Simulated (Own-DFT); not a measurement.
# Energy and forces against displacement in beta-Si3N4, 42 atoms (N24Si18)

These are calculations, not measurements. They come from Own-DFT, an in-house plane-wave density functional program, since retired, whose code no person has reviewed. Each row is one single-point run on a periodic cell that was not relaxed, without spin or spin-orbit coupling.

Settings of every run: PBE; PseudoDojo norm-conserving scalar-relativistic files; cutoff 42 hartree; 3 x 3 x 3 k mesh centred on Gamma; Fermi-Dirac smearing of 0.1 eV.

Known limits, some of them of some rows only: some atoms lie very close together; forces on such cells passed a denser k mesh, each cell not checked; stress not checked against mesh or cutoff.

Cell vectors in Å: (7.606, 0.000, 0.000); (-3.803, 6.587, 0.000); (0.000, 0.000, 8.727). In each run every atom was moved at random and independently from its ideal site; u is the rms move along one axis. E is the free energy for each atom above the fitted value at u = 0, and F the rms of the force components.

```
run,u (Å),E (meV/atom),F (eV/Å),largest force (eV/Å),P (GPa)
1,0.0198,20.6,0.998,3.75,5.55
2,0.0222,?,?,?,?
3,0.0494,115.9,2.049,6.27,8.26
4,0.0531,132.6,2.386,13.60,8.82
5,0.0981,531.7,6.041,33.51,21.98
6,0.0985,466.7,4.595,19.64,17.85
7,0.1133,695.3,7.200,39.95,23.75
8,0.1396,1045.7,7.385,37.61,29.96
```

## Worked fit

For small independent moves the energy grows as E = (3/2) K u², with K the mean stiffness felt by one atom. The runs with u up to 0.11 Å give K = 33.3 ± 1.6 eV/Å², with residuals divided by u² + 0.0006 Å², since the noise grows with the moves. The scatter is 11.1 meV/atom at u = 0.05 Å. The forces follow F = G u with G = 49.5 eV/Å²; no force at u = 0 is resolved. G exceeds K because the moves of its neighbours add to the force on an atom, and stiffness differs between atoms. The pressure follows P = 4.62 + 1577 u² GPa: at fixed volume, shortened bonds push harder than stretched ones pull.

## Withheld run

Question: what energy and rms force should run 2 give?

The fit gives 25 ± 4 meV/atom and about 1.10 eV/Å. The calculation gave 15.8 meV/atom and 0.825 eV/Å. This run lies off the fit, by chance or by something that the fit leaves out.
